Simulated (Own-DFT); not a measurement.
## Calculated data, AlN (wurtzite, atoms displaced)

A calculation, not a measurement: plane-wave PBE density functional theory by an unreviewed code, no spin, of a simulated periodic cell, stress positive in tension, free energy of the whole cell less one offset for each atom, forces on such cells passed a denser k mesh, this cell's mesh not checked; offsets are fitted by least squares, one for each functional and potential file, so energies compare only between cells with the same atoms and settings and are not formation energies; the far tail of each file's local potential was reset to the Coulomb form; each entry is a single point on an unrelaxed cell, so the pressure reflects the starting lattice, mostly measured values (interpolated for alloys), from which strain is counted, and rises with the displacements; printed positions are rounded, which can move forces by about a meV/angstrom; the program, named Own-DFT, is a retired in-house code; no spin-orbit coupling. Program: Own-DFT development build.

Common to all runs: functional PBE; potential files PseudoDojo norm-conserving, scalar-relativistic, standard set; wave cutoff 42 hartree; occupations Fermi-Dirac; smearing width 0.1 eV; hardware one NVIDIA H100; k mesh 2 x 2 x 2 centred on Gamma.

(1) AlN (wurtzite, atoms displaced)

```xyz
128
Lattice="12.4480 0.0000 0.0000 -6.2240 10.7803 0.0000 0.0000 0.0000 9.9640" Properties=species:S:1:pos:R:3 AlN
Al     0.0707     1.7398     9.7315
Al     1.5044     0.8043     2.4851
N     -0.0647     1.8919     1.6712
N      1.5830     0.8515     4.4003
Al    -0.0557     1.7427     4.9727
Al     1.6123     0.8807     7.5810
N     -0.1126     1.7072     6.8676
N      1.5771     1.0168     9.5551
Al    -1.5480     4.6005     0.0534
Al    -0.0244     3.5823     2.5654
N     -1.7218     4.4345     1.8906
N      0.0813     3.5529     4.4097
Al    -1.5720     4.5834     5.0187
Al     0.0715     3.5171     7.4845
N     -1.6098     4.3978     6.9781
N     -0.0455     3.5540     9.3194
Al    -3.3258     7.1071     9.8845
Al    -1.7049     6.2434     2.5734
N     -3.0518     7.2800     1.9034
N     -1.6664     6.3423     4.4693
Al    -3.0713     7.1566     4.7269
Al    -1.5065     6.2867     7.3345
N     -3.1141     7.0666     7.0031
N     -1.7266     6.3351     9.2913
Al    -4.5793     9.9804     9.9374
Al    -3.1584     9.0821     2.4493
N     -4.6755     9.9261     2.0618
N     -3.1944     8.9711     4.4937
Al    -4.7380     9.9156     4.8517
Al    -3.1733     8.8943     7.6449
N     -4.6957     9.8385     6.9334
N     -3.1207     8.8681     9.3828
Al     3.1653     1.9434     9.8534
Al     4.7514     1.0302     2.4986
N      3.1420     1.6849     1.8220
N      4.5511     0.9588     4.3848
Al     2.9893     1.8464     5.0207
Al     4.7112     0.8492     7.3465
N      3.0938     1.7721     6.8194
N      4.6200     0.8098     9.3054
Al     1.6734     4.5376     0.2536
Al     3.2023     3.5552     2.4617
N      1.5158     4.6315     1.9734
N      3.2794     3.6071     4.3527
Al     1.5868     4.4160     4.9653
Al     3.2040     3.5816     7.4987
N      1.5155     4.4056     6.9028
N      3.1229     3.6278     9.4507
Al     0.0362     7.2062     0.2358
Al     1.4662     6.3774     2.3542
N      0.1432     7.2144     2.0895
N      1.7016     6.3345     4.3746
Al    -0.0882     7.2216     4.9815
Al     1.5437     6.4485     7.6980
N      0.1026     7.1345     6.8592
N      1.6406     6.3934     9.4810
Al    -1.6525     9.8917     9.8620
Al     0.0537     9.1111     2.5407
N     -1.6047     9.9632     1.7495
N     -0.1745     9.0565     4.5045
Al    -1.5978    10.1307     5.1882
Al    -0.0191     8.9429     7.3613
N     -1.6218     9.9739     6.9084
N      0.1244     9.0071     9.2660
Al     6.1744     1.6034     0.0254
Al     7.9335     0.7640     2.5584
N      6.1089     1.7970     1.9984
N      7.6581     1.0046     4.4117
Al     6.1517     1.8607     4.9657
Al     7.6280     0.8736     7.7015
N      6.1716     1.7972     6.9108
N      7.7263     0.9330     9.5115
Al     4.8129     4.4896     0.0918
Al     6.3439     3.5046     2.5002
N      4.7162     4.4393     2.0710
N      6.1697     3.4943     4.3618
Al     4.8255     4.3678     4.9844
Al     6.2114     3.6273     7.3679
N      4.5718     4.5107     6.8879
N      6.1893     3.5529     9.4129
Al     3.1601     7.1451     9.7767
Al     4.6067     6.3124     2.5429
N      3.1163     7.3554     1.9521
N      4.5852     6.3197     4.6019
Al     2.8763     7.2260     5.0781
Al     4.5276     6.3636     7.4827
N      2.9469     7.1357     6.7000
N      4.6413     6.2355     9.4407
Al     1.4846     9.9491     0.0861
Al     3.2944     9.0347     2.5823
N      1.5044    10.0362     1.9648
N      3.1113     9.1479     4.3878
Al     1.5894    10.0490     4.9974
Al     3.1272     8.7138     7.4301
N      1.6819     9.7512     6.9160
N      3.0817     8.8234     9.4690
Al     9.2896     1.6044     9.9166
Al    10.8046     0.8767     2.5309
N      9.3536     1.8011     1.9871
N     10.8159     0.7373     4.4714
Al     9.3078     1.8030     5.0138
Al    10.9619     0.8887     7.4980
N      9.3417     1.7312     6.7495
N     10.9152     1.0819     9.2535
Al     7.7443     4.5229     0.1818
Al     9.3957     3.4694     2.5770
N      7.8620     4.5357     1.7914
N      9.3947     3.5838     4.4490
Al     7.8313     4.5538     4.9278
Al     9.4087     3.5737     7.3877
N      7.7189     4.3867     6.8873
N      9.2763     3.7218     9.3733
Al     6.2811     7.1579     9.8166
Al     7.8108     6.2224     2.5339
N      6.1087     7.0480     2.0729
N      7.7510     6.3100     4.7043
Al     6.3622     7.1966     4.7510
Al     7.7245     6.2605     7.4328
N      6.4386     7.1785     6.9564
N      7.7764     6.2887     9.3400
Al     4.6696     9.9937     0.0925
Al     6.1889     8.8182     2.3155
N      4.7135    10.0283     1.7864
N      6.3683     9.1022     4.3276
Al     4.6950     9.9850     4.9406
Al     6.1559     8.9935     7.5187
N      4.6434     9.7210     6.8850
N      6.2137     9.0131     9.4473
```

```
free energy of cell above offsets : -28.311 eV
pressure                          : 10.22 GPa
stress xx                         : -11.54 GPa
stress yy                         : -11.16 GPa
stress zz                         : -7.96 GPa
stress yz                         : 0.26 GPa
stress xz                         : -0.31 GPa
stress xy                         : -0.27 GPa
wall time                         : 406.3 s
```

Force:
| element | x (eV/Å) | y (eV/Å) | z (eV/Å) |
| --- | --- | --- | --- |
| Al | -3.291 | 4.08 | 3.282 |
| Al | 0.205 | 4.537 | -0.339 |
| N | 0.154 | -1.352 | 3.543 |
| N | -1.792 | 2.284 | -0.682 |
| Al | 0.697 | -0.293 | 0.315 |
| Al | -0.709 | -0.732 | -1.749 |
| N | 3.916 | 1.274 | -0.361 |
| N | 3.124 | -2.767 | -3.405 |
| Al | -0.9 | -1.877 | -2.417 |
| Al | 0.015 | -0.245 | -2.222 |
| N | 2.949 | 1.984 | 1.698 |
| N | -2.171 | 0.038 | 0.002 |
| Al | 1.024 | -2.192 | 1.271 |
| Al | -1.679 | 0.657 | 0.059 |
| N | 3.851 | 2.505 | -3.119 |
| N | 1.303 | 1.681 | 1.399 |
| Al | 5.499 | 1.671 | 1.528 |
| Al | 2.214 | -0.019 | -1.452 |
| N | -2.244 | -1.255 | 0.468 |
| N | 4.643 | -3.077 | -1.802 |
| Al | -4.525 | 4.508 | 4.627 |
| Al | -0.864 | -0.918 | 2.463 |
| N | 0.457 | 1.644 | -1.558 |
| N | 3.152 | 0.064 | 1.837 |
| Al | -0.969 | -1.227 | 1.157 |
| Al | 2.294 | -0.208 | 1.694 |
| N | -1.498 | -3.203 | -3.749 |
| N | 1.546 | 0.706 | -1.67 |
| Al | 4.218 | 0.161 | 3.482 |
| Al | -0.326 | -0.383 | -4.944 |
| N | 0.271 | 1.163 | 0.661 |
| N | -0.967 | 1.912 | 2.212 |
| Al | 0.427 | -3.252 | 2.603 |
| Al | -5.514 | -4.088 | 1.191 |
| N | -0.822 | 2.005 | 0.477 |
| N | 1.036 | 0.796 | 0.576 |
| Al | 1.329 | 0.3 | -1.693 |
| Al | -1.829 | 2.78 | 2.615 |
| N | 0.263 | 0.32 | 2.441 |
| N | 0.144 | 1.964 | -1.052 |
| Al | -1.7 | -0.91 | -4.939 |
| Al | -1.359 | -0.948 | 0.897 |
| N | 0.29 | -2.324 | 1.639 |
| N | -2.816 | -0.969 | 0.39 |
| Al | 2.075 | 2.239 | 0.685 |
| Al | -2.931 | -0.112 | 0.094 |
| N | 1.829 | 1.203 | -0.2 |
| N | 0.817 | 2.343 | -0.718 |
| Al | -1.551 | 1.022 | -3.118 |
| Al | 8.595 | -2.218 | 4.665 |
| N | -8.381 | 4.016 | -1.957 |
| N | -7.02 | -3.329 | -2.426 |
| Al | 2.477 | 0.299 | -0.557 |
| Al | -0.893 | -3.422 | -2.826 |
| N | -2.196 | 0.583 | -0.359 |
| N | -2.839 | -2.505 | 0.82 |
| Al | 1.852 | -1.656 | 0.791 |
| Al | -2.608 | -0.654 | 0.808 |
| N | 1.186 | -0.635 | 1.875 |
| N | 1.847 | 0.501 | -0.678 |
| Al | -1.281 | -3.511 | -4.45 |
| Al | 0.771 | 0.66 | 0.653 |
| N | 0.454 | -3.841 | 2.244 |
| N | -2.309 | -0.584 | 1.43 |
| Al | -2.279 | 3.638 | 1.444 |
| Al | -2.095 | 6.319 | 1.975 |
| N | 6.225 | 1.055 | -3.017 |
| N | 1.816 | -0.506 | -0.523 |
| Al | -0.335 | -2.356 | 0.89 |
| Al | 2.291 | -0.531 | -4.25 |
| N | 0.945 | 0.037 | -0.542 |
| N | 0.366 | -1.801 | -0.868 |
| Al | -1.971 | -0.562 | 0.504 |
| Al | -1.307 | 1.416 | -0.391 |
| N | 1.061 | 1.467 | -2.237 |
| N | 4.106 | 2.096 | -0.752 |
| Al | -3.917 | 4.226 | 0.697 |
| Al | -1.209 | -0.505 | 2.614 |
| N | 2.528 | 0.411 | -0.163 |
| N | 1.244 | -0.89 | -0.263 |
| Al | 1.156 | 0.586 | 5.441 |
| Al | -2.995 | -1.602 | 2.183 |
| N | 0.269 | -2.212 | -1.1 |
| N | 1.908 | 0.108 | -1.815 |
| Al | 5.664 | 2.4 | -5.415 |
| Al | 2.887 | -1.703 | -2.043 |
| N | 1.511 | -1.541 | 8.145 |
| N | 1.455 | 0.271 | -1.519 |
| Al | 1.235 | -2.78 | -0.632 |
| Al | -1.941 | -0.164 | -1.213 |
| N | 1.15 | -5.332 | -2.112 |
| N | -0.191 | -1 | 0.483 |
| Al | -0.855 | -1.767 | 1.216 |
| Al | 0.195 | 5.3 | 1.481 |
| N | -2.288 | 2.057 | -0.155 |
| N | 0.681 | 5.072 | -1.757 |
| Al | 2.171 | 5.558 | 1.099 |
| Al | 3.061 | 1.562 | -0.049 |
| N | -1.088 | -1.833 | -1.423 |
| N | 0.326 | 8.313 | -3.335 |
| Al | -0.529 | -0.692 | -1.025 |
| Al | -3.959 | -2.169 | -2.102 |
| N | -0.488 | -0.09 | 4.389 |
| N | -1.413 | -3.458 | 1.99 |
| Al | 0.443 | -1.456 | -9.06 |
| Al | -1.241 | 1.752 | -0.773 |
| N | -0.303 | -1.144 | 8.893 |
| N | -0.535 | 0.635 | -0.936 |
| Al | -0.995 | -2.82 | 2.403 |
| Al | -3.862 | -1.601 | 2.652 |
| N | 1.825 | 1.43 | -1.604 |
| N | 0.28 | -2.136 | 0.105 |
| Al | -1.857 | 0.571 | 0.695 |
| Al | -0.436 | 1.246 | -0.366 |
| N | 3.878 | 0.639 | -2.024 |
| N | 4.352 | -2.507 | -4.617 |
| Al | -6.678 | 3.391 | 2.989 |
| Al | 4.175 | -3.157 | 0.73 |
| N | -6.948 | 2.89 | -1.028 |
| N | -3.622 | -2.478 | 0.238 |
| Al | -0.355 | -1.436 | -5.057 |
| Al | 0.973 | 3.49 | 1.683 |
| N | -0.235 | -2.037 | 3.915 |
| N | -6.055 | -3.608 | -2.093 |
| Al | 0.819 | -8.072 | 3.23 |
| Al | 2.028 | -1.124 | -0.657 |
| N | -0.419 | 1.456 | -0.088 |
| N | 0.435 | 0.486 | 0.773 |

(2) AlN (wurtzite, atoms displaced)

```xyz
128
Lattice="12.4480 0.0000 0.0000 -6.2240 10.7803 0.0000 0.0000 0.0000 9.9640" Properties=species:S:1:pos:R:3 AlN
Al     0.0938     1.6645     0.0396
Al     1.5765     0.9047     2.5707
N      0.1646     1.8050     1.7088
N      1.7064     1.0196     4.4772
Al    -0.1364     1.9913     4.8731
Al     1.5235     0.9197     7.3671
N     -0.2170     1.6335     6.8533
N      1.6445     1.0092     9.4420
Al    -1.6753     4.5092     0.0319
Al     0.0117     3.4098     2.6752
N     -1.4395     4.3652     1.7767
N     -0.2284     3.6043     4.4269
Al    -1.4435     4.5103     4.8663
Al     0.0798     3.5519     7.5986
N     -1.6419     4.3653     6.8953
N      0.0536     3.5210     9.4549
Al    -3.3826     7.1245     9.9498
Al    -1.6874     6.1840     2.4727
N     -3.0810     7.2148     1.9707
N     -1.5599     6.3365     4.2693
Al    -3.0158     7.4367     4.9141
Al    -1.6332     6.2646     7.4538
N     -3.2889     7.0374     6.9579
N     -1.5336     6.4752     9.4208
Al    -4.8172     9.9381     0.0485
Al    -3.0002     8.9767     2.4991
N     -4.7055    10.0602     2.1048
N     -3.1233     9.1147     4.4467
Al    -4.6630     9.8643     4.9173
Al    -3.1930     9.0230     7.5145
N     -4.5942     9.8603     7.1387
N     -3.0948     9.0023     9.4475
Al     3.0496     1.8155     9.9589
Al     4.5195     0.9944     2.4375
N      3.1433     1.6061     1.6927
N      4.7619     0.7988     4.4028
Al     3.1832     1.8010     4.8988
Al     4.7688     0.7142     7.5385
N      3.0709     1.7526     6.8862
N      4.7775     1.0490     9.1162
Al     1.5347     4.3977     0.0626
Al     3.1498     3.5954     2.4163
N      1.3943     4.6032     1.7416
N      3.2722     3.5313     4.3048
Al     1.6633     4.6089     4.7980
Al     2.9766     3.6105     7.6471
N      1.5751     4.5638     6.7706
N      3.0525     3.7488     9.3828
Al    -0.1175     7.1275     9.9085
Al     1.3397     6.2545     2.5526
N      0.1524     7.3651     1.9320
N      1.6646     6.3251     4.3418
Al     0.0789     7.3311     5.0383
Al     1.4945     6.4116     7.4623
N     -0.0916     7.1883     6.9918
N      1.4904     6.3146     9.2069
Al    -1.5082     9.8885     9.8448
Al    -0.1453     9.0694     2.4746
N     -1.6793     9.8541     1.9614
N      0.1183     9.0533     4.3490
Al    -1.4770     9.6898     4.9831
Al    -0.0096     8.9982     7.4237
N     -1.6756     9.8404     6.6956
N     -0.0945     8.9055     9.2991
Al     6.3002     1.9004     0.1530
Al     7.7322     0.8864     2.6077
N      6.1739     1.6529     1.8584
N      7.7569     0.8042     4.4392
Al     6.4503     1.8444     5.0825
Al     7.8273     0.9066     7.4636
N      6.1450     1.7615     6.7879
N      7.8360     0.7714     9.4586
Al     4.7403     4.5528     0.1260
Al     6.2055     3.6971     2.5292
N      4.5891     4.7576     2.0472
N      6.2702     3.7347     4.3809
Al     4.5667     4.3770     4.9478
Al     6.2219     3.6562     7.4761
N      4.7285     4.4654     6.8257
N      6.2097     3.4639     9.3465
Al     3.0721     7.0605     9.9024
Al     4.4856     6.3603     2.6104
N      3.1188     7.0554     1.8636
N      4.6146     6.3736     4.2156
Al     3.2255     6.9875     5.1194
Al     4.5661     6.3014     7.5333
N      3.1807     7.2056     6.9898
N      4.6846     6.2454     9.2213
Al     1.3593     9.9052     9.8579
Al     3.2291     9.0552     2.6004
N      1.6146     9.9692     2.0511
N      3.1422     9.0422     4.5605
Al     1.5516     9.8482     4.9045
Al     3.0282     9.1129     7.3451
N      1.4360     9.7168     6.8763
N      3.1253     8.9525     9.5125
Al     9.1485     1.6415     9.9167
Al    10.9323     0.9863     2.4440
N      9.2578     1.7400     1.8236
N     11.0545     1.1108     4.4461
Al     9.4564     1.8506     4.6755
Al    10.7486     1.0040     7.2001
N      9.3750     1.7035     6.8129
N     10.9518     0.8510     9.3353
Al     7.6463     4.4054     9.9609
Al     9.3954     3.5242     2.3908
N      7.5901     4.5411     1.8673
N      9.4885     3.6703     4.3671
Al     7.8703     4.5391     4.9496
Al     9.2144     3.4224     7.5546
N      7.7772     4.4604     6.9778
N      9.3069     3.6831     9.4399
Al     6.2654     7.1645     9.8461
Al     7.8677     6.2605     2.4111
N      6.2229     7.0455     1.8598
N      7.8298     6.3203     4.4172
Al     6.2021     7.1340     4.9575
Al     7.6752     6.2168     7.4988
N      6.0717     7.3775     6.9668
N      7.6378     6.3002     9.2945
Al     4.6171     9.9965     0.1494
Al     6.1268     9.0392     2.5785
N      4.6195     9.8161     1.9809
N      6.2690     8.8732     4.5251
Al     4.5719     9.9851     4.9441
Al     6.3784     9.0822     7.4655
N      4.6157     9.9111     6.8316
N      6.3193     8.9223     9.3138
```

```
free energy of cell above offsets : -22.780 eV
pressure                          : 11.52 GPa
stress xx                         : -14.76 GPa
stress yy                         : -8.6 GPa
stress zz                         : -11.2 GPa
stress yz                         : -0.33 GPa
stress xz                         : -1.34 GPa
stress xy                         : -2.09 GPa
wall time                         : 422.3 s
```

Force:
| element | x (eV/Å) | y (eV/Å) | z (eV/Å) |
| --- | --- | --- | --- |
| Al | -2.169 | 2.061 | -4.957 |
| Al | 0.746 | 2.319 | 0.279 |
| N | -1.872 | -0.214 | 7.437 |
| N | -4.704 | -1.243 | -1.797 |
| Al | 7.947 | -1.757 | 6.369 |
| Al | -0.502 | 0.073 | 1.034 |
| N | 6.944 | 4.197 | -1.52 |
| N | -2.386 | -3.227 | -2.563 |
| Al | 3.437 | 0.703 | -2.506 |
| Al | 0.334 | 2.522 | -5.322 |
| N | -1.715 | 0.73 | 3.528 |
| N | 8.884 | -0.445 | -3.348 |
| Al | -6.758 | 5.8 | 5.146 |
| Al | -1.866 | 0.07 | -1.728 |
| N | 1.098 | 0.913 | 0.102 |
| N | -1.459 | 0.023 | -1.126 |
| Al | 4.324 | 2.538 | -0.083 |
| Al | 2.897 | 0.719 | -1.291 |
| N | -1.095 | -0.77 | -1.689 |
| N | 1.236 | 0.537 | 2.291 |
| Al | -2.19 | -5.423 | 1.936 |
| Al | -0.915 | -1.137 | 0.671 |
| N | 2.899 | 3.045 | -1.509 |
| N | -6.689 | -4.961 | -1.36 |
| Al | 3.038 | 0.197 | 0.31 |
| Al | -4.864 | -0.226 | 0.696 |
| N | -0.511 | -5.371 | -1.987 |
| N | 1.164 | -0.685 | -1.922 |
| Al | -0.877 | 1.674 | 1.355 |
| Al | 3.25 | -3.202 | 1.318 |
| N | -1.159 | 3.552 | -4.316 |
| N | -1.395 | -0.067 | -0.032 |
| Al | 3.35 | 1.399 | -3.53 |
| Al | 4.507 | -3.709 | 3.131 |
| N | -2.716 | 4.135 | 3.159 |
| N | -0.28 | 1.544 | -1.023 |
| Al | 2.967 | -0.727 | 3.34 |
| Al | -1.981 | 1.691 | -7.789 |
| N | 0.766 | 1.394 | -0.044 |
| N | -0.324 | -0.746 | 9.287 |
| Al | -1.403 | 2.448 | -3.276 |
| Al | -0.662 | 0.587 | -0.853 |
| N | 0.876 | -2.36 | 6.554 |
| N | -5.125 | -0.607 | -2.18 |
| Al | -0.469 | -2.672 | 2.923 |
| Al | 1.898 | -0.721 | -4.475 |
| N | -0.523 | -0.521 | -0.083 |
| N | 2.402 | -1.913 | 2.873 |
| Al | 5.938 | 2.372 | 2.487 |
| Al | 3.744 | 1.324 | -2.025 |
| N | -3.836 | -1.276 | -1.67 |
| N | -1.55 | 0.7 | 1.356 |
| Al | -0.421 | -2.124 | -0.701 |
| Al | 1.13 | -1.663 | -1.088 |
| N | 0.086 | 0.567 | -2.902 |
| N | -0.335 | -1.079 | 3.403 |
| Al | -2.048 | 0.734 | 1.547 |
| Al | 3.345 | 0.123 | -0.07 |
| N | 3.291 | 2.998 | -2.614 |
| N | -2.732 | -2.355 | 0.097 |
| Al | -0.132 | 4.367 | -2.069 |
| Al | -3.575 | -1.501 | 1.045 |
| N | 1.445 | -1.014 | 4.447 |
| N | 0.815 | 1.432 | 0.064 |
| Al | -1.288 | -3.5 | -3.382 |
| Al | -0.591 | -0.304 | -1.442 |
| N | 0.158 | 2.416 | 2.654 |
| N | 2.959 | 2.617 | -0.371 |
| Al | -3.685 | 0.346 | -2.735 |
| Al | -1.89 | -1.067 | -0.588 |
| N | 2.401 | 0.297 | 3.331 |
| N | -4.588 | 1.854 | -3.739 |
| Al | -1.355 | 0.635 | -1.194 |
| Al | -2.054 | -0.974 | 0.799 |
| N | 1.074 | -7.113 | -2.935 |
| N | 0.483 | -1.962 | 0.412 |
| Al | 5.001 | 3.177 | 1.848 |
| Al | -1.184 | -2.034 | -0.741 |
| N | -2.074 | 0.907 | 0.343 |
| N | -0.503 | 2.839 | 0.45 |
| Al | 0.142 | 1.769 | 0.839 |
| Al | 2.934 | 2.024 | -5.694 |
| N | -3.133 | 2.679 | -0.463 |
| N | 1.697 | -1.642 | 8.339 |
| Al | -0.89 | 3.354 | 0.039 |
| Al | 2.837 | -0.744 | -2.986 |
| N | -3.388 | 0.852 | -2.062 |
| N | 0.244 | -0.688 | 4.989 |
| Al | 3.061 | -4.398 | 2.875 |
| Al | -5.379 | -3.49 | -0.24 |
| N | -1.262 | -1.512 | -1.34 |
| N | -0.706 | -1.712 | -2.034 |
| Al | 1.405 | 0.363 | 1.475 |
| Al | 3.07 | -2.377 | 2.491 |
| N | 1.619 | 3.908 | -1.408 |
| N | -1.17 | 0.926 | -1.533 |
| Al | 7.13 | 3.194 | 1.341 |
| Al | 0.284 | -1.023 | -0.991 |
| N | 0.925 | 0.571 | 2.084 |
| N | -5.981 | -6.164 | -4.866 |
| Al | -2.73 | 0.13 | 2.86 |
| Al | 3.924 | -6.885 | 5.07 |
| N | -7.665 | 3.857 | -1.858 |
| N | -1.39 | 1.4 | 0.738 |
| Al | 1.301 | 1.831 | -0.318 |
| Al | -1.031 | 1.253 | -0.123 |
| N | 3.915 | -1.145 | -0.942 |
| N | -2.551 | -1.116 | -1.894 |
| Al | -0.078 | 0.659 | 0.954 |
| Al | 2.06 | 2.431 | -1.027 |
| N | 0.013 | -0.889 | -1.403 |
| N | -2.289 | -2.724 | -0.44 |
| Al | -4.131 | 1.429 | 2.143 |
| Al | -2.874 | 1.283 | 2.244 |
| N | 0.039 | 2.39 | 0.072 |
| N | 0.532 | 0.306 | -0.738 |
| Al | 0.17 | -0.63 | 1.387 |
| Al | -1.323 | 1.334 | -1.737 |
| N | 1.303 | -3.792 | -1.642 |
| N | 2.021 | -3.449 | 1.052 |
| Al | -0.347 | -2.981 | -3.055 |
| Al | 3.01 | -2.548 | -0.045 |
| N | 2.644 | 3.863 | 0.094 |
| N | -1.171 | 3.299 | -1.884 |
| Al | 3.205 | -0.747 | 2.101 |
| Al | -5.088 | -0.968 | 0.451 |
| N | 0.439 | 1.109 | -0.218 |
| N | -1.737 | 1.508 | 1.856 |
